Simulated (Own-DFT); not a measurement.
Al3GaAs4 (zincblende random alloy, strained, atoms displaced) (calculated)

Computed with Own-DFT development build. A calculation, not a measurement: plane-wave density functional theory by an unreviewed code, no spin, of a simulated periodic cell, stress positive in tension, run twice, with PBE and with PBEsol, both on files made for PBE, so the change isn't that of files made for PBEsol, forces on such cells passed a denser k mesh, this cell's mesh not checked; the far tail of each file's local potential was reset to the Coulomb form; each entry is a single point on an unrelaxed cell, so the pressure reflects the starting lattice, mostly measured values (interpolated for alloys), from which strain is counted, and rises with the displacements; printed positions are rounded, which can move forces by about a meV/angstrom; the program, named Own-DFT, is a retired in-house code; no spin-orbit coupling; stress was not checked against mesh or cutoff.

Entry: Al3GaAs4 (zincblende random alloy, strained, atoms displaced)

```xyz
64
Lattice="11.2710 -0.1621 -0.0272 -0.1621 11.2897 0.1175 -0.0272 0.1175 11.5064" Properties=species:S:1:pos:R:3 Al3GaAs4
Ga     0.0131     0.1473    11.4029
Ga    11.1673     2.7116     2.8639
Al     2.7871     0.0458     2.9812
Al     2.7931     2.8439     0.0754
As     1.3846     1.4874     1.4571
As     1.2975     4.2548     4.4106
As     4.1351     1.4450     4.3247
As     4.1423     4.1476     1.3815
Al    11.1974    -0.0006     5.6836
Ga    11.1246     2.6759     8.6327
Al     2.6014    11.3237     8.6888
Al     2.6746     2.8140     5.7551
As     1.4239     1.4461     7.2430
As     1.2944     4.2543    10.0686
As     4.2258     1.4607    10.1385
As     4.2080     4.2406     7.1339
Al    11.0883     5.5728    11.4593
Ga    -0.0981     8.3893     2.8871
Al     2.6858     5.5850     2.9020
Al     2.6925     8.5254    11.5592
As     1.2564     7.0137     1.4397
As     1.2758     9.8683     4.3686
As     4.1011     7.0711     4.3815
As     4.1269     9.8653     1.5446
Ga    -0.0650     5.6847     5.8351
Al    11.0742     8.3897     8.6052
Al     2.7168     5.7142     8.6388
Al     2.6731     8.4176     5.9071
As     1.3158     7.1274     7.3151
As     1.2513     9.9281    10.0680
As     4.0861     7.0779    10.1540
As     4.1305     9.9575     7.2795
Ga     5.6269     0.0902    11.4848
Al     5.5689     2.8065     2.8812
Al     8.3667    -0.0685     2.8588
Al     8.4405     2.6972     0.0280
As     7.0251     1.2973     1.5026
As     6.9996     4.2194     4.2610
As     9.8509     1.2538     4.2713
As     9.8390     4.0342     1.4242
Ga     5.4779    11.2494     5.8603
Ga     5.4991     2.8814     8.6612
Al     8.4235     0.0095     8.5918
Al     8.4458     2.6828     5.7846
As     7.0265     1.3798     7.1366
As     6.9593     4.2336    10.0978
As     9.8443     1.3550     9.9643
As     9.7685     4.1239     7.1287
Al     5.4814     5.5719    11.5004
Al     5.5204     8.4864     3.0011
Al     8.2924     5.4234     2.9017
Al     8.3232     8.4893    11.5614
As     6.8922     6.9479     1.4977
As     6.9080     9.7886     4.3704
As     9.7915     6.9745     4.3304
As     9.6970     9.7472     1.5031
Al     5.4871     5.5241     5.7783
Al     5.4155     8.5161     8.7903
Al     8.3167     5.5680     8.5987
Al     8.3359     8.4615     5.7327
As     6.9968     7.0933     7.2659
As     6.9188     9.8817    10.1845
As     9.7082     6.9286    10.1708
As     9.6919     9.8032     7.2638
```

| Property | Result |
| --- | --- |
| functional | PBE, then PBEsol |
| potential files | PseudoDojo norm-conserving, scalar-relativistic, standard set |
| wave cutoff | 42 hartree |
| occupations | Fermi-Dirac |
| smearing width | 0.1 eV |
| k mesh | 3 x 3 x 3 centred on Gamma |
| PBE pressure | 2.72 GPa |
| PBE stress xx | -3.18 GPa |
| PBE stress yy | -3.03 GPa |
| PBE stress zz | -1.96 GPa |
| PBE stress yz | 2.48 GPa |
| PBE stress xz | -0.21 GPa |
| PBE stress xy | -2.34 GPa |
| PBEsol pressure | 0.6 GPa |
| PBEsol stress xx | -1.05 GPa |
| PBEsol stress yy | -0.9 GPa |
| PBEsol stress zz | 0.17 GPa |
| PBEsol stress yz | 2.41 GPa |
| PBEsol stress xz | -0.21 GPa |
| PBEsol stress xy | -2.29 GPa |
| rms change of force components from PBE to PBEsol | 0.04 eV/Å |

Force:
| force element | PBE force x (eV/Å) | PBE force y (eV/Å) | PBE force z (eV/Å) | PBEsol force x (eV/Å) | PBEsol force y (eV/Å) | PBEsol force z (eV/Å) |
| --- | --- | --- | --- | --- | --- | --- |
| Ga | 0.133 | -0.351 | 0.57 | 0.114 | -0.333 | 0.554 |
| Ga | 0.712 | -0.313 | 0.16 | 0.678 | -0.306 | 0.15 |
| Al | 0.096 | -0.365 | -1.445 | 0.092 | -0.362 | -1.423 |
| Al | -0.613 | -0.94 | -1.324 | -0.606 | -0.925 | -1.307 |
| As | -0.14 | -0.707 | 0.263 | -0.231 | -0.684 | 0.262 |
| As | -0.041 | -0.043 | -0.527 | -0.146 | -0.035 | -0.515 |
| As | 0.68 | 0.104 | 0.523 | 0.71 | 0.06 | 0.559 |
| As | 0.18 | 0.641 | 1.689 | 0.177 | 0.627 | 1.659 |
| Al | 1.258 | -1.363 | 0.544 | 1.237 | -1.339 | 0.538 |
| Ga | 1.194 | 0.984 | -1.11 | 1.156 | 0.946 | -1.054 |
| Al | 1.16 | 0.061 | 0.476 | 1.141 | 0.065 | 0.469 |
| Al | 0.756 | 0.22 | 0.135 | 0.742 | 0.214 | 0.14 |
| As | -1.131 | 0.287 | -0.327 | -1.163 | 0.326 | -0.275 |
| As | 0.135 | 0.435 | 0.06 | 0.078 | 0.371 | 0.006 |
| As | -1.203 | 0.092 | -0.535 | -1.059 | 0.088 | -0.522 |
| As | -1.76 | -0.639 | 1.142 | -1.679 | -0.691 | 1.187 |
| Al | 1.102 | -0.485 | 0.271 | 1.084 | -0.478 | 0.269 |
| Ga | 0.059 | 0.928 | -0.074 | 0.053 | 0.894 | -0.058 |
| Al | 0.366 | 0.432 | -0.114 | 0.355 | 0.429 | -0.112 |
| Al | -0.036 | 0.393 | 0.238 | -0.036 | 0.391 | 0.235 |
| As | 0.415 | -0.386 | -0.06 | 0.348 | -0.323 | 0.001 |
| As | -0.607 | -0.208 | 0.942 | -0.64 | -0.26 | 0.875 |
| As | -0.261 | -0.574 | 0.115 | -0.26 | -0.564 | 0.117 |
| As | -0.826 | 0.102 | 0.158 | -0.75 | 0.161 | 0.093 |
| Ga | -0.082 | 0.65 | -0.278 | -0.087 | 0.619 | -0.272 |
| Al | 0.059 | -0.49 | 0.749 | 0.053 | -0.481 | 0.736 |
| Al | 0.314 | -0.68 | 0.211 | 0.306 | -0.674 | 0.208 |
| Al | 0.549 | 0.991 | -0.9 | 0.538 | 0.974 | -0.894 |
| As | -0.796 | -0.355 | 0.025 | -0.829 | -0.4 | -0.023 |
| As | -0.189 | -0.222 | 0.656 | -0.23 | -0.173 | 0.684 |
| As | -0.223 | -0.31 | 0.026 | -0.226 | -0.306 | 0.028 |
| As | -0.986 | -0.812 | 0.447 | -0.901 | -0.73 | 0.366 |
| Ga | 0.493 | -0.63 | 0.113 | 0.467 | -0.607 | 0.124 |
| Al | 0.113 | -0.234 | -0.191 | 0.113 | -0.232 | -0.188 |
| Al | 1.061 | -0.656 | -0.228 | 1.045 | -0.641 | -0.224 |
| Al | -0.201 | -0.586 | -0.492 | -0.198 | -0.581 | -0.483 |
| As | -0.379 | 0.917 | -0.508 | -0.429 | 0.849 | -0.561 |
| As | -1.095 | -1.609 | 1.965 | -1.081 | -1.584 | 1.933 |
| As | -0.957 | 0.779 | -0.168 | -0.89 | 0.829 | -0.227 |
| As | -0.717 | 0.828 | 0.307 | -0.638 | 0.748 | 0.372 |
| Ga | 0.27 | 0.428 | -0.861 | 0.253 | 0.414 | -0.803 |
| Ga | 0.678 | -0.471 | -0.241 | 0.649 | -0.452 | -0.217 |
| Al | -0.08 | -0.706 | -0.368 | -0.079 | -0.698 | -0.362 |
| Al | -0.18 | 0.335 | -1.324 | -0.175 | 0.33 | -1.309 |
| As | -0.621 | 0.153 | 0.846 | -0.704 | 0.128 | 0.811 |
| As | 0.106 | -0.305 | 0.013 | 0.049 | -0.351 | -0.044 |
| As | -1.208 | -0.283 | 1.489 | -1.048 | -0.253 | 1.434 |
| As | 0.017 | 0.216 | 0.953 | 0.129 | 0.22 | 0.931 |
| Al | 0.765 | 1.109 | 0.024 | 0.751 | 1.09 | 0.023 |
| Al | -0.237 | -0.908 | -0.945 | -0.234 | -0.892 | -0.931 |
| Al | 1.668 | 1.815 | -1.409 | 1.648 | 1.786 | -1.391 |
| Al | -0.105 | -0.699 | 0.194 | -0.103 | -0.689 | 0.19 |
| As | -0.029 | -0.042 | -0.028 | -0.027 | -0.041 | -0.026 |
| As | -0.256 | 0.75 | 0.612 | -0.295 | 0.786 | 0.649 |
| As | -0.76 | -0.787 | 0.289 | -0.632 | -0.763 | 0.262 |
| As | 0.287 | 0.452 | 0.207 | 0.373 | 0.437 | 0.201 |
| Al | 1.583 | 1.81 | -0.87 | 1.562 | 1.781 | -0.859 |
| Al | 0.998 | -0.058 | -0.66 | 0.983 | -0.053 | -0.648 |
| Al | 0.465 | 0.223 | 0.079 | 0.458 | 0.222 | 0.079 |
| Al | 0.465 | -0.67 | 0.385 | 0.458 | -0.656 | 0.386 |
| As | -1.114 | -0.237 | -0.297 | -1.086 | -0.229 | -0.292 |
| As | -0.445 | 0.372 | -0.163 | -0.482 | 0.417 | -0.112 |
| As | -0.55 | 0.946 | -1.13 | -0.546 | 0.925 | -1.108 |
| As | -0.309 | 0.67 | -0.295 | -0.309 | 0.662 | -0.29 |
